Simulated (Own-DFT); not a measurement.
GaP (zincblende, atoms displaced) (calculated)

Computed with Own-DFT development build. A calculation, not a measurement: plane-wave PBE density functional theory by an unreviewed code, no spin, of a simulated periodic cell, stress positive in tension, free energy of the whole cell less one offset for each atom, forces on such cells passed a denser k mesh, this cell's mesh not checked; offsets are fitted by least squares, one for each functional and potential file, so energies compare only between cells with the same atoms and settings and are not formation energies; the far tail of each file's local potential was reset to the Coulomb form; each entry is a single point on an unrelaxed cell, so the pressure reflects the starting lattice, mostly measured values (interpolated for alloys), from which strain is counted, and rises with the displacements; printed positions are rounded, which can move forces by about a meV/angstrom; the program, named Own-DFT, is a retired in-house code; no spin-orbit coupling; before rounding, a Quantum ESPRESSO 7.3.1 run of the same cell and cutoff gave forces within 1 meV/angstrom rms on each cell, which checks the program and not the settings.

```xyz
96
Lattice="16.3515 0.0000 0.0000 0.0000 10.9010 0.0000 0.0000 0.0000 10.9010" Properties=species:S:1:pos:R:3:force_x:R:1:force_y:R:1:force_z:R:1 formula=GaP functional=PBE potential_files=PseudoDojo_norm-conserving,scalar-relativistic,standard_set wave_cutoff=42 occupations=Fermi-Dirac smearing_width=0.1 k_mesh=2_x_3_x_3_centred_on_Gamma free_energy_of_cell_above_offsets=-50.056 pressure=3.25 stress_xx=-3.24 stress_yy=-3.29 stress_zz=-3.21 stress_yz=0.05 stress_xz=0.04 stress_xy=-0.24
Ga    16.2851     0.0256     0.0409      0.021     -0.393     -0.367
Ga    16.2813     2.8636     2.7277      0.875     -1.796       0.41
Ga     2.7036    10.8755     2.7064      0.726      0.257     -0.654
Ga     2.8336     2.7466     0.0049     -1.283     -0.005     -0.181
P      1.3277     1.3432     1.2737      0.528      0.955      1.154
P      1.3548     4.1199     4.0832      -0.34     -0.152      0.432
P      4.1270     1.3716     4.1002     -0.551      0.062     -0.684
P      4.1616     4.1064     1.3149     -1.368      0.153       0.67
Ga    16.2265    10.8960     5.4640      1.487     -0.028     -0.144
Ga    16.3311     2.6689     8.1418      0.225      0.472      0.792
Ga     2.7712    10.8118     8.1435     -0.764      0.571      0.051
Ga     2.7595     2.7528     5.4231     -0.529      -0.45     -0.377
P      1.3818     1.4187     6.8017      0.007     -1.053      -0.19
P      1.3650     4.1478     9.5586     -0.189     -0.791     -0.131
P      4.0182     1.3375     9.5374      1.206     -0.185     -0.567
P      4.0849     4.0771     6.7154     -0.028     -0.064      1.497
Ga     0.0112     5.4984     0.0652     -0.333      -0.94      -0.67
Ga    16.2717     8.2015     2.6387       1.22     -0.889      1.192
Ga     2.7237     5.4162     2.7875     -0.202      0.098     -1.236
Ga     2.6621     8.1675     0.0047      0.637      0.339      0.108
P      1.3442     6.7900     1.2907      0.429      0.412      1.665
P      1.4383     9.5098     4.0342     -1.294     -0.251      0.676
P      4.0713     6.7578     4.0416      0.569      0.203      0.592
P      4.2098     9.4753     1.2886     -1.339      0.485      0.415
Ga    16.3089     5.4954     5.4807     -0.107      0.065     -0.736
Ga     0.1056     8.1999     8.2353     -0.827     -0.544     -0.503
Ga     2.7067     5.4301     8.1322      0.201     -0.038      0.102
Ga     2.7416     8.0733     5.4332     -0.403      0.316     -0.657
P      1.3631     6.7917     6.7628     -0.113       0.29      0.659
P      1.3451     9.5482     9.5839      0.145      0.585          0
P      4.0156     6.8258     9.5512      0.514     -0.278     -0.475
P      4.0268     9.4510     6.7505      0.948        0.7      0.092
Ga     5.5118    10.8869    10.8521     -1.117      0.809      0.479
Ga     5.3823     2.7721     2.6447      1.274     -1.226      0.393
Ga     8.1669    10.8583     2.7730      0.031      0.867     -0.111
Ga     8.1878     2.7072    10.8986      0.044     -0.257      0.017
P      6.8908     1.2660     1.2858     -0.676       1.06      1.041
P      6.7648     4.0749     4.0865      0.348     -0.055      0.139
P      9.5394     1.3161     4.1309     -0.227      0.475     -0.209
P      9.5064     4.1287     1.2691     -0.458     -0.884      1.765
Ga     5.4719     0.0463     5.4553     -0.312     -0.514      0.168
Ga     5.4864     2.7011     8.1233      -0.62     -0.129      0.247
Ga     8.1797     0.0425     8.1926     -0.039     -0.841     -0.247
Ga     8.2147     2.7631     5.4592        0.2      0.075      0.061
P      6.8384     1.3663     6.7743      0.088     -0.026      0.339
P      6.8582     3.9887     9.5077     -0.871      1.043      0.168
P      9.5200     1.3251     9.5748      0.867      0.414     -0.323
P      9.6125     4.0727     6.9211     -0.441      0.554     -0.915
Ga     5.3979     5.4540     0.0223      1.362      0.603     -0.795
Ga     5.4238     8.1320     2.7241      0.545      0.477      0.249
Ga     8.1587     5.4644     2.8172      0.053     -0.359     -0.835
Ga     8.1603     8.1715    10.8842      0.708     -0.181      0.661
P      6.8661     6.8466     1.4161     -0.513     -0.643     -0.365
P      6.8119     9.6202     4.0976      -0.45     -1.581      0.347
P      9.5957     6.7986     4.0432     -0.478      -0.22      0.761
P      9.4891     9.5486     1.4853      0.793      -0.65     -1.397
Ga     5.4202     5.4218     5.4993      0.701       0.77     -0.593
Ga     5.4178     8.2095     8.1821      0.388     -0.039      0.438
Ga     8.1217     5.4905     8.1888     -0.118     -1.142     -0.557
Ga     8.1650     8.0579     5.4303      0.297      1.133     -0.811
P      6.8632     6.8600     6.8070     -1.439     -0.759      0.307
P      6.8224     9.5633     9.6783      0.329     -0.542     -2.436
P      9.4216     6.7545     9.4703      1.828      0.969      1.025
P      9.5233     9.4605     6.7311     -0.111      0.716      0.435
Ga    10.9229    10.8558    10.8799     -0.606      0.038      0.764
Ga    10.8528     2.7022     2.7473     -0.268      0.024     -0.472
Ga    13.6385    10.8748     2.7021       0.29      0.889     -0.074
Ga    13.6622     2.7186    10.8399      -0.96      0.022      0.815
P     12.2224     1.3051     1.4116       0.45      0.746     -0.747
P     12.2329     4.1103     4.0209     -0.225     -0.622      0.753
P     14.9394     1.3619     4.1354      0.197      0.499     -0.873
P     15.0076     4.0516     1.3458     -0.861       0.94     -0.393
Ga    10.9274    10.8443     5.4136     -0.461      0.355       0.52
Ga    11.0062     2.7195     8.2204     -1.279     -0.604      0.079
Ga    13.6295    10.8934     8.1273     -0.477       0.46      0.188
Ga    13.6642     2.8235     5.4317     -0.822     -0.532      0.403
P     12.1697     1.3428     6.8481      1.228      0.078     -0.862
P     12.2624     4.0951     9.4817      0.493     -0.001      1.019
P     14.9137     1.3277     9.5591      0.793     -0.049     -0.748
P     15.0195     4.1248     6.8312     -0.477     -0.026      0.395
Ga    10.9004     5.3311     0.0294      0.134      1.404     -1.011
Ga    10.8860     8.1786     2.7887      0.925      0.362     -0.948
Ga    13.5656     5.3897     2.7319      0.592      0.914      -0.79
Ga    13.6342     8.2204    10.7730      0.082     -0.309      1.333
P     12.2786     6.7944     1.2609     -0.209      0.345       0.64
P     12.3142     9.6611     4.0501     -0.278      -1.85      0.612
P     14.8829     6.8728     4.1055      0.815     -0.664     -0.569
P     14.9846     9.5239     1.4149     -0.725      0.432      -1.38
Ga    10.9383     5.4851     5.4163     -0.314     -0.611      0.514
Ga    10.9210     8.1800     8.0796     -0.226     -0.266      0.793
Ga    13.6307     5.4899     8.2745      0.244     -0.015     -0.944
Ga    13.6133     8.1799     5.5022     -0.142      0.861     -0.546
P     12.3149     6.8051     6.7654     -0.274      -0.24       0.76
P     12.3140     9.5767     9.5491     -0.847     -0.334     -0.967
P     14.9951     6.8001     9.6092      0.582      0.349     -0.757
P     14.9631     9.5390     6.8525      0.575      -0.62      0.113
```

Units: wave_cutoff in hartree; smearing_width, free_energy_of_cell_above_offsets in eV; pressure, stress_xx, stress_yy, stress_zz, stress_yz, stress_xz, stress_xy in GPa; force_x, force_y, force_z in eV/Å.
